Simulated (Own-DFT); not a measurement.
# Shaking the atoms of 3C SiC, 64 atoms (C32Si32)

These are calculations, not measurements. They come from Own-DFT, an in-house plane-wave density functional program, since retired, whose code no person has reviewed. Each row is one single-point run on a periodic cell that was not relaxed, without spin or spin-orbit coupling.

Settings of every run: PBE; PseudoDojo norm-conserving scalar-relativistic files; cutoff 42 hartree; 4 x 4 x 4 k mesh centred on Gamma; Fermi-Dirac smearing of 0.1 eV.

Known limits, some of them of some rows only: some atoms lie very close together; forces on such cells passed a denser k mesh, each cell not checked; stress not checked against mesh or cutoff.

Cell vectors in Å: (8.719, 0.000, 0.000); (0.000, 8.719, 0.000); (0.000, 0.000, 8.719). In each run every atom was moved at random and independently from its ideal site; u is the rms move along one axis. E is the free energy for each atom above the fitted value at u = 0, and F the rms of the force components.

| run | u (Å) | E (meV/atom) | F (eV/Å) | largest force (eV/Å) | P (GPa) |
|---|---|---|---|---|---|
| 1 | 0.0278 | 28.5 | 0.810 | 3.21 | 3.65 |
| 2 | 0.0297 | 32.1 | 0.881 | 3.03 | 3.77 |
| 3 | 0.0544 | 114.7 | 1.709 | 5.82 | 5.93 |
| 4 | 0.0583 | ? | ? | ? | ? |
| 5 | 0.1002 | 343.0 | 2.998 | 14.34 | 10.43 |
| 6 | 0.1026 | 381.6 | 3.267 | 11.26 | 12.21 |
| 7 | 0.1049 | 438.7 | 3.892 | 22.66 | 14.00 |
| 8 | 0.1563 | 910.4 | 5.580 | 27.70 | 26.53 |

## Worked fit

For small independent moves the energy grows as E = (3/2) K u², with K the mean stiffness felt by one atom. The runs with u up to 0.11 Å give K = 24.7 ± 0.9 eV/Å², with residuals divided by u² + 0.0006 Å², since the noise grows with the moves. The scatter is 6.4 meV/atom at u = 0.05 Å. The forces follow F = G u with G = 31.6 eV/Å²; no force at u = 0 is resolved. G exceeds K because the moves of its neighbours add to the force on an atom, and stiffness differs between atoms. At u = 0.156 Å the parabola gives 906 meV/atom and the run 910. The pressure follows P = 3.03 + 878 u² GPa: at fixed volume, shortened bonds push harder than stretched ones pull.

## Withheld run

Question: what energy and rms force should run 4 give?

The fit gives 126 ± 9 meV/atom and about 1.84 eV/Å. The calculation gave 126.2 meV/atom and 1.714 eV/Å.
